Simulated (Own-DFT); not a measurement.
# Computed records: SiC (4H silicon carbide, atoms displaced), GaAs (zincblende with one plane slipped along a stacking-fault path, atoms displaced)

All values are calculated (Own-DFT development build). A calculation, not a measurement: plane-wave PBE density functional theory by an unreviewed code, no spin, of a simulated periodic cell, stress positive in tension, free energy of the whole cell less one offset for each atom, forces on such cells passed a denser k mesh, this cell's mesh not checked; offsets are fitted by least squares, one for each functional and potential file, so energies compare only between cells with the same atoms and settings and are not formation energies; the far tail of each file's local potential was reset to the Coulomb form; each entry is a single point on an unrelaxed cell, so the pressure reflects the starting lattice, mostly measured values (interpolated for alloys), from which strain is counted, and rises with the displacements; printed positions are rounded, which can move forces by about a meV/angstrom; the program, named Own-DFT, is a retired in-house code; no spin-orbit coupling.

Common to all runs: functional PBE; potential files PseudoDojo norm-conserving, scalar-relativistic, standard set; wave cutoff 42 hartree; occupations Fermi-Dirac; smearing width 0.1 eV.

(1) SiC (4H silicon carbide, atoms displaced)

```
CELL_PARAMETERS angstrom
12.33080 0.00000 0.00000
-6.16540 10.67880 0.00000
0.00000 0.00000 10.06810
ATOMIC_POSITIONS crystal
Si 0.00860 0.99358 0.40692
Si 0.08586 0.15373 0.16159
C 0.01246 0.01606 0.09155
C 0.08141 0.16789 0.33297
Si 0.01020 0.27332 0.41419
Si 0.07087 0.42785 0.15689
C 0.97792 0.23240 0.09320
C 0.07349 0.40726 0.35147
Si 0.99494 0.50582 0.41865
Si 0.07676 0.66401 0.16675
C 0.01974 0.50437 0.07791
C 0.09488 0.67294 0.33533
Si 0.00424 0.75275 0.40249
Si 0.10133 0.91923 0.15736
C 0.99294 0.73129 0.10465
C 0.06982 0.91089 0.35744
Si 0.24205 0.00677 0.38336
Si 0.33613 0.16673 0.13854
C 0.27028 0.02890 0.09195
C 0.31870 0.16172 0.35176
Si 0.25785 0.24968 0.39119
Si 0.33568 0.41429 0.15727
C 0.24897 0.25070 0.09710
C 0.32505 0.40475 0.33553
Si 0.23872 0.49291 0.40543
Si 0.33188 0.66861 0.16646
C 0.25264 0.49742 0.11418
C 0.33397 0.67835 0.34187
Si 0.23966 0.75029 0.41317
Si 0.33268 0.93193 0.13956
C 0.24954 0.75952 0.08988
C 0.32996 0.90601 0.35915
Si 0.48705 0.98958 0.41315
Si 0.57268 0.15420 0.15249
C 0.49728 0.00062 0.10420
C 0.58955 0.16559 0.34775
Si 0.50409 0.25630 0.42071
Si 0.57567 0.41480 0.16201
C 0.48972 0.24888 0.09190
C 0.58641 0.41619 0.35025
Si 0.51228 0.50829 0.39505
Si 0.59149 0.66998 0.15009
C 0.49680 0.50080 0.08348
C 0.58931 0.66949 0.35323
Si 0.49457 0.75320 0.38862
Si 0.58539 0.90294 0.18337
C 0.50536 0.75388 0.10413
C 0.60799 0.94230 0.32812
Si 0.74415 0.00959 0.39652
Si 0.83771 0.16312 0.14981
C 0.76145 0.01838 0.10157
C 0.84660 0.17153 0.34078
Si 0.76477 0.25746 0.41277
Si 0.83932 0.41178 0.13750
C 0.75920 0.24447 0.10273
C 0.82498 0.41214 0.33641
Si 0.74817 0.50707 0.41341
Si 0.84218 0.66858 0.17061
C 0.73978 0.49140 0.08443
C 0.84635 0.68876 0.33928
Si 0.74218 0.73637 0.38345
Si 0.83074 0.90785 0.16050
C 0.73881 0.72878 0.09304
C 0.83515 0.90814 0.34383
Si 0.01025 0.02017 0.91003
Si 0.92513 0.82753 0.65837
C 0.98440 0.00375 0.58263
C 0.91145 0.83224 0.84764
Si 0.98005 0.73858 0.91883
Si 0.91979 0.57859 0.67392
C 0.99251 0.75669 0.59735
C 0.92616 0.58110 0.84839
Si 0.00105 0.49351 0.91720
Si 0.91913 0.33567 0.64808
C 0.00752 0.50522 0.58995
C 0.91721 0.32880 0.84037
Si 0.99781 0.25825 0.90936
Si 0.91589 0.08978 0.64200
C 0.00321 0.25818 0.59634
C 0.90648 0.06373 0.84859
Si 0.76035 0.99390 0.90049
Si 0.67456 0.84922 0.65281
C 0.76219 0.00921 0.59069
C 0.66467 0.83088 0.85831
Si 0.75052 0.75339 0.91418
Si 0.66744 0.57584 0.66175
C 0.76064 0.76930 0.60729
C 0.66388 0.58684 0.86414
Si 0.74816 0.50195 0.91873
Si 0.66854 0.33030 0.66674
C 0.75245 0.49090 0.58610
C 0.66708 0.33661 0.84670
Si 0.75328 0.25309 0.91438
Si 0.66269 0.08016 0.63722
C 0.75328 0.24529 0.57780
C 0.65866 0.09976 0.83950
Si 0.49142 0.99869 0.90433
Si 0.40747 0.81043 0.66497
C 0.50854 0.01298 0.58535
C 0.41603 0.84403 0.84440
Si 0.49744 0.74890 0.87623
Si 0.40584 0.56554 0.64706
C 0.50137 0.76052 0.58429
C 0.40888 0.59060 0.84207
Si 0.49172 0.49645 0.89246
Si 0.40467 0.32884 0.66198
C 0.49339 0.50093 0.57883
C 0.42341 0.33100 0.84332
Si 0.48990 0.24595 0.91284
Si 0.41597 0.09419 0.66105
C 0.50501 0.25791 0.57896
C 0.42178 0.07919 0.85084
Si 0.25033 0.01280 0.90842
Si 0.16272 0.85088 0.65762
C 0.25171 0.99107 0.60266
C 0.17330 0.83903 0.85180
Si 0.26085 0.76598 0.90803
Si 0.15293 0.56635 0.66124
C 0.22749 0.73145 0.59050
C 0.15756 0.57562 0.83027
Si 0.25560 0.50376 0.91579
Si 0.17166 0.33054 0.66502
C 0.24839 0.48793 0.59616
C 0.16267 0.30688 0.85359
Si 0.26410 0.25165 0.91045
Si 0.16886 0.08368 0.64987
C 0.24223 0.24124 0.58997
C 0.16821 0.08184 0.83354
```

- k mesh: 3 x 3 x 3 centred on Gamma
- free energy of cell above offsets: 29.376 eV
- pressure: 13.22 GPa
- stress xx: -11.85 GPa
- stress yy: -13.07 GPa
- stress zz: -14.74 GPa
- stress yz: -0.78 GPa
- stress xz: -0.41 GPa
- stress xy: -0.53 GPa

Force:
```csv
element,x (eV/Å),y (eV/Å),z (eV/Å)
Si,-8.729,4.638,0.59
Si,-2.538,6.842,0.146
C,1.013,-8.342,-1.282
C,1.28,0.085,4.075
Si,0.923,-12.2,0.925
Si,9.038,-7.235,3.968
C,7.914,6.525,-2.688
C,-1.44,10.9,-4.207
Si,0.104,-1.083,-4.299
Si,3.874,0.11,-4.402
C,-7.312,3.926,4.236
C,-3.805,-2.339,3.257
Si,0.174,-1.21,2.42
Si,-3.573,-0.015,-0.41
C,-0.535,3.941,-1.745
C,7.37,-0.711,-4.779
Si,3.209,-4.122,4.557
Si,-3.492,9.234,6.802
C,-1.825,-11.8,-2.621
C,6.219,1.245,-3.487
Si,-6.074,0.221,2.963
Si,-0.464,0.156,-0.525
C,1.357,-0.462,-1.245
C,0.944,4.046,1.528
Si,2.274,0.802,-0.234
Si,0.445,0.807,-2.951
C,-2.394,1.085,-2.476
C,-0.932,-2.518,2.07
Si,3.298,-0.178,0.635
Si,3.072,-2.976,3.071
C,-0.02,-0.958,1.19
C,-3.388,2.827,-3.459
Si,1.888,3.538,-2.011
Si,1.613,4.281,2.706
C,0.842,-2.975,-2.701
C,-2.026,0.069,-0.473
Si,0.972,-2.735,-8.875
Si,0.901,0.026,-1.59
C,3.495,1.523,0.711
C,-0.974,1.084,-1.484
Si,-2.97,-2.804,1.242
Si,-4.488,-2.591,1.257
C,0.147,-0.448,1.413
C,-4.179,-1.33,-3.519
Si,2.417,1.082,2.915
Si,-0.792,1.884,-14.73
C,-0.657,-1.872,-0.912
C,-7.13,-3.509,10.87
Si,8.762,2.169,3.312
Si,-3.857,1.758,5.738
C,-0.001,-10.41,-2.988
C,-1.225,1.085,1.03
Si,-1.44,-2.089,-6.199
Si,-2,0.111,2.779
C,-3.64,0.922,-2.335
C,1.202,3.421,0.344
Si,2.416,-0.795,-3.161
Si,-3.069,-2.65,-3.887
C,2.131,0.678,6.133
C,1.504,-4.983,2.36
Si,1.328,6.798,5.698
Si,-0.333,2.391,-0.628
C,4.24,4.398,0.42
C,-1.236,0.769,-0.318
Si,1.558,-3.404,-0.66
Si,-9.092,4.958,2.394
C,5.57,-1.309,1.646
C,1.61,0.543,1.114
Si,2.876,2.295,-1.44
Si,-0.847,1.161,-3.713
C,7.318,-4.494,-2.966
C,-2.357,-0.788,2.313
Si,0.306,0.559,-7.844
Si,-1.148,-0.629,1.347
C,-3.578,-2.067,1.9
C,-1.738,1.918,-0.438
Si,2.389,-3.852,1.168
Si,1.404,0.761,3.052
C,1.414,-0.025,0.347
C,2.21,5.789,-4.167
Si,-6.702,0.583,3.797
Si,0.585,-2.234,0.39
C,-4.482,-1.159,-1.557
C,-0.474,0.186,-2.599
Si,0.021,-0.758,-1.603
Si,-1.166,2.664,-0.165
C,0.321,-4.241,-1.94
C,0.538,-1.312,-3.382
Si,-0.239,-0.317,-5.2
Si,0.26,-0.587,-2.806
C,-0.179,1.543,4.037
C,-0.288,0.076,1.396
Si,-0.405,-0.876,-0.796
Si,1.658,1.858,3.546
C,-0.593,1.708,6.211
C,2.161,-3.065,-0.901
Si,5.14,1.627,2.362
Si,-3.81,3.343,-2.584
C,-2.695,-2.836,2.143
C,2.412,-2.952,-1.049
Si,-0.138,3.112,4.564
Si,0.143,4.236,0.623
C,2.039,-1.944,0.049
C,2.351,-3.433,-1.94
Si,1.101,1.908,2.439
Si,1.679,0.504,-3.437
C,2.455,-1.424,2.499
C,-2.181,0.964,-0.935
Si,4.372,-0.002,-1.111
Si,2.215,-1.685,-1.394
C,-1.143,-0.429,10.78
C,-5.533,3.387,-1.695
Si,1.728,-2.858,-1.844
Si,1.592,-8.193,3.003
C,-1.022,7.519,-3.688
C,-2.686,0.555,-0.1
Si,-2.156,-3.446,-0.357
Si,3.327,2.958,-2.334
C,1.309,1.662,2.307
C,1.689,0.668,5.681
Si,-2.681,-1.679,0.176
Si,-1.066,-1.923,-0.206
C,-2.386,0.684,-1.177
C,-1.642,4.228,-1.052
Si,-2.261,-1.846,0.338
Si,-1.365,-1.787,-0.319
C,0.944,1.911,-0.469
C,-0.467,1.655,1.515
```

(2) GaAs (zincblende with one plane slipped along a stacking-fault path, atoms displaced)

```
CELL_PARAMETERS angstrom
5.65330 -5.65330 0.00000
0.00000 5.65330 -5.65330
12.24880 12.24880 9.42220
ATOMIC_POSITIONS crystal
Ga 0.99057 0.99322 0.99766
As 0.98020 0.95804 0.12739
Ga 0.13600 0.28215 0.16794
As 0.12586 0.24557 0.29158
Ga 0.27994 0.05868 0.33138
As 0.26191 0.01955 0.45802
Ga 0.07776 0.16480 0.49916
As 0.05409 0.12098 0.62650
Ga 0.21474 0.43942 0.66492
As 0.19197 0.40318 0.79284
Ga 0.36165 0.22088 0.83332
As 0.34181 0.17523 0.95510
Ga 0.99654 0.50024 0.00169
As 0.98654 0.45850 0.12379
Ga 0.14598 0.78101 0.16839
As 0.11755 0.73424 0.29240
Ga 0.28213 0.55827 0.33226
As 0.24815 0.50303 0.45782
Ga 0.08526 0.66893 0.50079
As 0.06627 0.63109 0.62510
Ga 0.22206 0.95142 0.66395
As 0.20788 0.90937 0.79022
Ga 0.36006 0.72454 0.83465
As 0.34219 0.68104 0.95987
Ga 0.49903 0.99580 0.99994
As 0.47956 0.96590 0.12368
Ga 0.63897 0.27797 0.16800
As 0.61598 0.23865 0.29155
Ga 0.78014 0.05658 0.33243
As 0.75739 0.01074 0.45730
Ga 0.58136 0.17288 0.50043
As 0.56286 0.12213 0.62364
Ga 0.72590 0.45761 0.66489
As 0.70477 0.41127 0.79170
Ga 0.87053 0.22899 0.83359
As 0.83999 0.18076 0.95928
Ga 0.50520 0.49957 0.00004
As 0.48740 0.45496 0.12374
Ga 0.64161 0.78083 0.16548
As 0.61032 0.73028 0.29278
Ga 0.77578 0.55413 0.33210
As 0.75152 0.51025 0.45869
Ga 0.57385 0.65701 0.50106
As 0.56496 0.63184 0.62303
Ga 0.72195 0.94095 0.67095
As 0.70158 0.90116 0.79312
Ga 0.86499 0.72350 0.83411
As 0.84133 0.68470 0.96011
```

- k mesh: 4 x 4 x 2 centred on Gamma
- free energy of cell above offsets: -19.075 eV
- pressure: 3.62 GPa
- stress xx: -3.66 GPa
- stress yy: -3.44 GPa
- stress zz: -3.76 GPa
- stress yz: -0.12 GPa
- stress xz: -0.04 GPa
- stress xy: -0.19 GPa

Force:
```csv
element,x (eV/Å),y (eV/Å),z (eV/Å)
Ga,1.256,0.441,-0.373
As,-0.102,-0.321,-0.427
Ga,0.394,-0.918,0.075
As,-0.484,-0.083,0.433
Ga,-0.015,0.235,0.303
As,-0.461,-0.002,0.21
Ga,0.171,-0.119,0.506
As,-0.176,-0.313,-0.391
Ga,0.639,0.189,-0.107
As,0.787,-1.104,-0.641
Ga,-0.204,0.075,-0.647
As,0.256,0.844,0.244
Ga,0.029,-0.436,-0.26
As,-0.104,1.023,-0.02
Ga,-0.451,-0.053,0.075
As,0.043,0.094,-0.113
Ga,-0.094,0.621,0.302
As,0.236,0.332,-0.571
Ga,-0.299,-0.129,-0.123
As,-0.12,-0.008,0.107
Ga,0.455,-0.054,0.212
As,-0.353,-0.045,0.193
Ga,-0.006,-0.078,0.031
As,-0.286,-0.169,0.329
Ga,0.01,0.086,-0.299
As,0.327,-0.303,0.407
Ga,0.372,-0.437,-0.209
As,0.212,-0.489,0.191
Ga,-0.045,-0.007,-0.041
As,-0.397,0.492,0.245
Ga,0.147,-0.791,0.349
As,0.604,0.546,-0.124
Ga,-0.08,-0.286,0.663
As,-0.227,-0.388,0.307
Ga,-0.906,0.687,0.581
As,-0.172,0.058,-0.207
Ga,-0.537,-0.053,0.261
As,-0.351,0.933,-0.127
Ga,-0.228,0.151,0.271
As,0.372,-0.521,-0.887
Ga,0.211,0.294,0.029
As,0.343,-0.113,-0.595
Ga,-0.224,-0.204,-0.635
As,-0.08,0.555,0.614
Ga,-0.509,0.104,-0.257
As,0.289,0.374,0.054
Ga,0.231,0.059,-0.217
As,-0.473,-0.771,0.279
```

(3) SiC (4H silicon carbide, atoms displaced)

```
CELL_PARAMETERS angstrom
9.24810 0.00000 0.00000
-4.62410 8.00910 0.00000
0.00000 0.00000 10.06810
ATOMIC_POSITIONS crystal
Si 0.99487 0.99004 0.40232
Si 0.09864 0.20388 0.16188
C 0.00030 0.00119 0.09208
C 0.11155 0.22461 0.34943
Si 0.99481 0.32994 0.40024
Si 0.11185 0.55958 0.16192
C 0.99392 0.33438 0.09438
C 0.12517 0.55820 0.34615
Si 0.00347 0.66632 0.40202
Si 0.10371 0.89077 0.15941
C 0.00403 0.67772 0.09195
C 0.11478 0.89533 0.34817
Si 0.33343 0.99587 0.41244
Si 0.43577 0.21806 0.16141
C 0.33056 0.99965 0.09193
C 0.44426 0.22769 0.33636
Si 0.33172 0.32091 0.40007
Si 0.43493 0.54687 0.14855
C 0.32197 0.32457 0.08255
C 0.45109 0.56463 0.33550
Si 0.33723 0.66291 0.41351
Si 0.45018 0.89272 0.16519
C 0.32522 0.64823 0.09254
C 0.43871 0.89242 0.34982
Si 0.67055 0.00660 0.40560
Si 0.76037 0.22218 0.16037
C 0.66512 0.01001 0.07938
C 0.77996 0.23165 0.34351
Si 0.67025 0.33808 0.40865
Si 0.76752 0.55326 0.15317
C 0.66119 0.31946 0.09394
C 0.76945 0.55426 0.34179
Si 0.66787 0.66909 0.41208
Si 0.78611 0.90361 0.15511
C 0.66957 0.67003 0.09459
C 0.77030 0.87899 0.35093
Si 0.99134 0.00024 0.90853
Si 0.89066 0.77240 0.66889
C 0.00670 0.98417 0.59590
C 0.88855 0.77730 0.84690
Si 0.00816 0.67477 0.91030
Si 0.89439 0.44559 0.64507
C 0.99853 0.66567 0.59196
C 0.88642 0.43553 0.84669
Si 0.01083 0.33543 0.91893
Si 0.89724 0.11653 0.64614
C 0.00601 0.33768 0.59930
C 0.89095 0.11788 0.83951
Si 0.67158 0.99486 0.90722
Si 0.56241 0.78086 0.65819
C 0.67269 0.00658 0.59402
C 0.55637 0.79187 0.84150
Si 0.66416 0.66757 0.90691
Si 0.55685 0.44265 0.64830
C 0.67655 0.66446 0.59390
C 0.56652 0.46893 0.84283
Si 0.66841 0.33787 0.90191
Si 0.57066 0.11919 0.65238
C 0.68570 0.34066 0.59362
C 0.55283 0.10227 0.85462
Si 0.33582 0.00496 0.90445
Si 0.22115 0.78062 0.64815
C 0.32997 0.98625 0.59564
C 0.22165 0.78628 0.84241
Si 0.33695 0.67080 0.91203
Si 0.22095 0.43939 0.65523
C 0.32624 0.65961 0.58490
C 0.21088 0.44456 0.85206
Si 0.32973 0.33010 0.90727
Si 0.22415 0.12150 0.65594
C 0.33456 0.33534 0.60011
C 0.22553 0.10985 0.84496
```

- k mesh: 4 x 4 x 3 centred on Gamma
- free energy of cell above offsets: -4.082 eV
- pressure: 5.73 GPa
- stress xx: -4.87 GPa
- stress yy: -5.09 GPa
- stress zz: -7.24 GPa
- stress yz: -0.64 GPa
- stress xz: 0.3 GPa
- stress xy: 0.05 GPa

Force:
```csv
element,x (eV/Å),y (eV/Å),z (eV/Å)
Si,-0.2,1.028,2.258
Si,-0.359,4.362,-0.852
C,-0.533,-1.008,0.364
C,-0.168,-2.065,-0.803
Si,1.409,1.72,1.422
Si,-0.218,-0.748,-1.273
C,0.119,-0.875,3.062
C,-2.364,-0.579,-0.102
Si,-0.722,-0.045,0.423
Si,2.312,0.045,-0.363
C,-0.321,-1.715,1.691
C,0.241,-1.313,-1.285
Si,-1.203,1.421,-0.502
Si,0.548,0.027,-3.619
C,-0.124,-0.521,1.25
C,1.703,-1.615,3.241
Si,-1.454,3.282,1.323
Si,1.664,0.214,0.97
C,0.657,-0.056,3.784
C,-0.003,-1.861,1.61
Si,0.436,0.645,-3.253
Si,-1.234,-1.043,-2.246
C,-0.774,3.287,0.629
C,2.551,-0.537,-0.437
Si,-0.477,-0.863,0.554
Si,4.102,-0.243,-1.351
C,1.116,-1.4,5.298
C,-0.265,-1.662,0.108
Si,-0.941,0.177,-0.917
Si,1.68,-0.453,0.085
C,-3.767,3.389,-0.769
C,1.646,0.581,0.257
Si,-0.194,-1.619,-1.244
Si,-1.718,-2.463,0.334
C,-1.568,0.379,-0.712
C,0.003,3.085,-1.819
Si,1.437,0.439,-1.859
Si,0.33,0.085,-2.053
C,-2.212,2.386,-0.914
C,-0.288,0.38,1.337
Si,-0.519,-1.768,-1.276
Si,1.418,1.292,3.867
C,0.398,0.057,-0.426
C,0.517,1.955,-0.612
Si,-3.786,-1.074,-2.166
Si,0.598,-1.374,1.975
C,-0.088,-1.047,-2.905
C,0.743,-0.787,0.672
Si,-1.099,3.016,-2.278
Si,-0.76,-0.445,-1.03
C,0.913,-0.779,-0.957
C,1.076,-3.224,0.377
Si,0.181,2.964,0.779
Si,0.714,0.96,2.098
C,-1.694,0.531,0.539
C,-0.277,-5.522,-1.163
Si,0.031,-0.931,0.749
Si,-1.776,-1.531,2.23
C,-3.651,-1.647,-1.028
C,0.293,2.316,-2.704
Si,0.139,-0.892,0.57
Si,0.483,-2.691,2.357
C,0.225,5.167,-0.87
C,1.24,-1.019,-0.227
Si,-1.45,0.005,-1.665
Si,-0.499,1.715,1.574
C,1.284,0.793,3.946
C,3.771,1.302,-2.168
Si,0.089,0.974,-2.096
Si,1.389,-3.151,0.971
C,0.79,-0.174,-2.325
C,-1.542,0.759,-0.436
```
